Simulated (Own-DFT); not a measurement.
# Point defects and the pressure they add: D0_22 TiAl3

No measurement is shown. These are fixed-geometry runs of a retired plane-wave code named Own-DFT, which no person has reviewed; spin and spin-orbit coupling are neglected.

Settings: PBEsol; PseudoDojo norm-conserving scalar-relativistic files, made for PBE; cutoff 42 hartree; 4 x 4 x 4 k mesh centred on Gamma; cold (Marzari-Vanderbilt) smearing of 0.2 eV.

Keep in mind: forces on such cells failed a check on a denser k mesh; stress not checked against mesh or cutoff.

All runs share one cell, with vectors in Å (-2.365, -6.981, 4.326); (-7.667, 3.491, 1.442); (-2.950, -3.488, -7.241) and a volume of 625.4 Å³. u is the rms random offset of the atoms per axis. The defect's site can differ from row to row.

```
cell,formula,u (Å),P (GPa)
no defect,Al30Ti10,0.0186,0.05
no defect,Al30Ti10,0.0214,0.08
no defect,Al30Ti10,0.0470,0.65
one Ti vacancy,Al30Ti9,0.0288,?
one Ti vacancy,Al30Ti9,0.0291,0.00
one Ti vacancy,Al30Ti9,0.0436,0.31
one Ti vacancy,Al30Ti9,0.0492,0.49
two Al on a Ti site each,Al32Ti8,0.0314,1.25
two Al on a Ti site each,Al32Ti8,0.0512,1.77
two Al on a Ti site each,Al32Ti8,0.0554,1.88
two Al vacancies,Al28Ti10,0.0292,-0.76
two Al vacancies,Al28Ti10,0.0303,-0.50
two Al vacancies,Al28Ti10,0.0472,-0.24
two Ti on an Al site each,Al28Ti12,0.0290,1.22
two Ti on an Al site each,Al28Ti12,0.0462,1.44
two Ti on an Al site each,Al28Ti12,0.0464,1.61
```

## Fit

P = P0 + c u² + a shift for each defect gives P0 = -0.04 GPa, c = 299 ± 26 GPa/Å² and a scatter of 0.07 GPa. The shifts, and each times the cell's volume:

- two Al on a Ti site each: 1.01 ± 0.07 GPa, 3.9 eV (2.0 eV for each of its 2 sites)
- two Ti on an Al site each: 0.95 ± 0.06 GPa, 3.7 eV (1.9 eV for each of its 2 sites)
- one Ti vacancy: -0.21 ± 0.06 GPa, -0.8 eV
- two Al vacancies: -0.86 ± 0.06 GPa, -3.4 eV (-1.7 eV for each of its 2 sites)

Positive is outwards. The product with the volume (160.2 GPa Å³ to the eV) is nearly free of the cell's size; divided by the bulk modulus at the cell's pressure it gives the volume that the defect adds. The atoms around the defects weren't relaxed, which would change these numbers.

## Check

Question: what pressure belongs in the blank (one Ti vacancy, u = 0.0288 Å)?

The fitted form gives 0.00 ± 0.09 GPa. The run itself gave 0.00 GPa.
